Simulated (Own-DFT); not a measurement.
# How strain changes the stress of wurtzite GaN, 72 atoms (Ga36N36)

All numbers below are calculated, not measured. They come from Own-DFT, an in-house plane-wave density functional program, since retired, whose code no person has reviewed. Each row is one single-point run on a periodic cell that was not relaxed, without spin or spin-orbit coupling.

Settings of every run: PBE; PseudoDojo norm-conserving scalar-relativistic files (stringent for Ga); cutoff 96 hartree; 4 x 4 x 3 k mesh centred on Gamma; Gaussian smearing of 0.01 eV.

Known limits: forces not confirmed at this smearing and k mesh; stress not checked against mesh or cutoff.

Unstrained cell vectors in Å: (9.567, 0.000, 0.000); (-4.783, 8.285, 0.000); (0.000, 0.000, 10.370). The unstrained cell has measured lattice constants (interpolated for alloys), not those of this functional. That, the random moves and any unrelaxed bonds set the pressure at no strain. Each run strains this cell uniformly, with the atoms carried along. Every atom was also moved at random, by a Gaussian of width 0.05 Å on each axis. Strain is the symmetric tensor, in per cent. Stress is positive in tension, and the pressure is minus a third of its trace.

```
run,e_xx (%),e_yy (%),e_zz (%),e_yz (%),e_xz (%),e_xy (%),s_xx (GPa),s_yy (GPa),s_zz (GPa),s_yz (GPa),s_xz (GPa),s_xy (GPa),P (GPa),E (meV/atom)
1,-0.38,0.27,0.54,-0.64,1.35,-1.57,-9.08,-6.39,-5.12,-1.92,2.21,-5.94,6.86,26.5
2,-1.54,-1.44,1.87,-1.29,-1.73,-1.23,-14.13,-15.43,-0.75,-2.62,-3.72,-2.68,10.10,43.4
3,1.22,1.33,-0.88,-0.75,1.84,0.97,-1.23,-0.60,-9.61,-1.64,3.41,2.46,3.82,10.0
4,-0.12,0.78,1.64,-0.52,-1.16,0.64,-6.11,-2.77,0.15,-1.07,-1.99,0.79,2.91,10.5
5,-1.62,1.11,0.60,-1.88,-1.41,-0.76,-13.96,-3.42,-5.12,-4.11,-2.64,-4.03,7.50,30.0
6,0.97,-0.14,0.91,-1.96,0.25,1.21,-3.36,-5.85,-2.39,-3.27,0.68,3.69,3.87,16.7
7,-1.43,1.80,-1.08,-1.82,1.51,0.78,-12.64,-2.34,-12.09,-3.35,3.07,1.86,9.03,35.5
8,-0.19,-0.80,0.50,-1.76,-1.32,-1.78,-8.65,-10.65,-7.05,-3.60,-2.30,-6.66,8.78,41.5
9,0.25,1.98,-1.27,-0.13,0.29,0.62,-5.24,-0.17,-11.31,0.29,0.14,1.38,5.57,19.3
10,-0.60,-1.87,1.48,-0.78,-0.64,-0.07,-11.02,-15.34,-2.40,-1.54,-2.44,1.51,9.59,36.6
11,0.61,-0.79,0.72,-1.21,-0.56,0.89,-3.33,-10.31,-3.96,-1.81,-1.00,2.24,5.87,9.3
12,1.26,1.17,1.66,1.32,1.64,-1.26,0.03,0.17,1.05,2.13,3.21,-1.84,-0.42,7.8
13,1.57,-0.73,1.61,1.75,-1.59,0.31,-0.06,-7.29,0.91,3.86,-2.91,1.62,2.15,0.0
14,-0.04,-1.45,1.16,-1.33,-1.56,0.59,-8.79,-12.64,-3.29,-2.83,-3.15,2.95,8.24,41.0
15,-0.97,1.73,0.16,-0.87,-1.71,-0.39,?,?,?,?,?,?,?,?
```

E is the free energy for each atom above the lowest run shown.

## Worked fit

Each stress component was fitted by least squares to a constant and the strains of the runs shown, as fractions, with shears doubled. Shear strains stay in the fit of a normal stress only where such slopes are resolved. The slopes, in GPa:

| stress | at no strain | per e_xx | per e_yy | per e_zz | scatter |
|---|---|---|---|---|---|
| s_xx | -7.3 | 454 ± 17 | 77 ± 19 | 45 ± 23 | 0.65 |
| s_yy | -7.6 | 129 ± 15 | 445 ± 17 | 82 ± 20 | 0.57 |
| s_zz | -7.4 | 73 ± 13 | 60 ± 15 | 442 ± 18 | 0.51 |

Each shear stress against twice its own strain: yz 100 ± 6, xz 88 ± 5, xy 171 ± 16 GPa. These are stiffnesses along x, y and z of the frame in which the cell vectors are given, which need not be the crystal's axes. The atoms are held to the strained lattice; where symmetry lets them move under strain, relaxing them would lower some slopes. The table should be nearly symmetric about its diagonal, and what it lacks of that shows the noise. A ninth of its sum, 201 ± 5 GPa, estimates the bulk modulus near the mean pressure of these runs, 6.0 GPa, so it lies above the value at zero pressure.

## Withheld run

Question: what normal stresses and pressure should run 15 give?

The fit gives s_xx = -10.3, s_yy = -1.0, s_zz = -6.4 and P = 5.9 GPa. The calculation gave -8.95, -0.15, -6.37 and P = 5.16 GPa.
